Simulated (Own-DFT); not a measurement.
# What it costs to cut wurtzite AlN, m plane (10-10)

The numbers are computed, not measured, by runs of the plane-wave DFT program Own-DFT (in-house, retired, unreviewed) at fixed positions, with no spin and no spin-orbit coupling.

Limits (not all hold for every row): some atoms lie very close together; forces not confirmed at this smearing and k mesh; k mesh not checked against a denser one.

Both sets of runs: PBE; PseudoDojo norm-conserving scalar-relativistic files; cutoff 42 hartree; Gaussian smearing of 0.01 eV. The slab has 128 atoms in 16 layers, two equal faces of 62.02 Å² as cut, 15 Å of vacuum, a dipole correction along the normal and a 6 x 3 x 1 mesh. The bulk cell has 72 atoms, the same measured lattice constants and a 4 x 4 x 3 mesh. All atoms were moved at random; u is the rms move along one axis. Energies are counted from -174.06 eV for each atom.

| slab run | u (Å) | E (eV, cell) |
|---|---|---|
| 1 | 0.0184 | 20.419 |
| 2 | 0.0192 | 20.323 |
| 3 | 0.0200 | 20.363 |
| 4 | 0.0200 | 21.102 |
| 5 | 0.0514 | 29.275 |
| 6 | 0.0520 | 28.904 |
| 7 | 0.0967 | 54.272 |
| 8 | 0.0971 | 57.252 |
| 9 | 0.1000 | 55.844 |
| 10 | 0.1009 | 65.912 |
| 11 | 0.1021 | 64.653 |
| 12 | 0.1044 | 64.774 |

| bulk run | u (Å) | E (meV/atom) |
|---|---|---|
| 1 | 0.0190 | -3.55 |
| 2 | 0.0194 | -2.68 |
| 3 | 0.0195 | -2.50 |
| 4 | 0.0199 | -1.84 |
| 5 | 0.0199 | -1.37 |
| 6 | 0.0209 | -1.10 |
| 7 | 0.0948 | 294.08 |
| 8 | 0.1000 | 311.25 |
| 9 | 0.1000 | 293.56 |
| 10 | 0.1090 | 410.69 |

Asked: what is the energy of the unrelaxed surface?

## Solution

Take each set to u = 0 with E = a + b u². Rows are weighted down as u grows, with residuals divided by u² + 0.0006 Å². Slab: a = 19.00 ± 0.17 eV. Bulk: a = -15.3 ± 0.6 meV/atom. The excess is 19.00 - 128 x (-0.0153) = 20.95 ± 0.19 eV. Over two faces that is 169 meV/Å², or 2.71 ± 0.02 J/m². Relaxing the faces would lower the energy, and the unlike meshes and the reach from the smallest u down to zero add errors that aren't counted here.
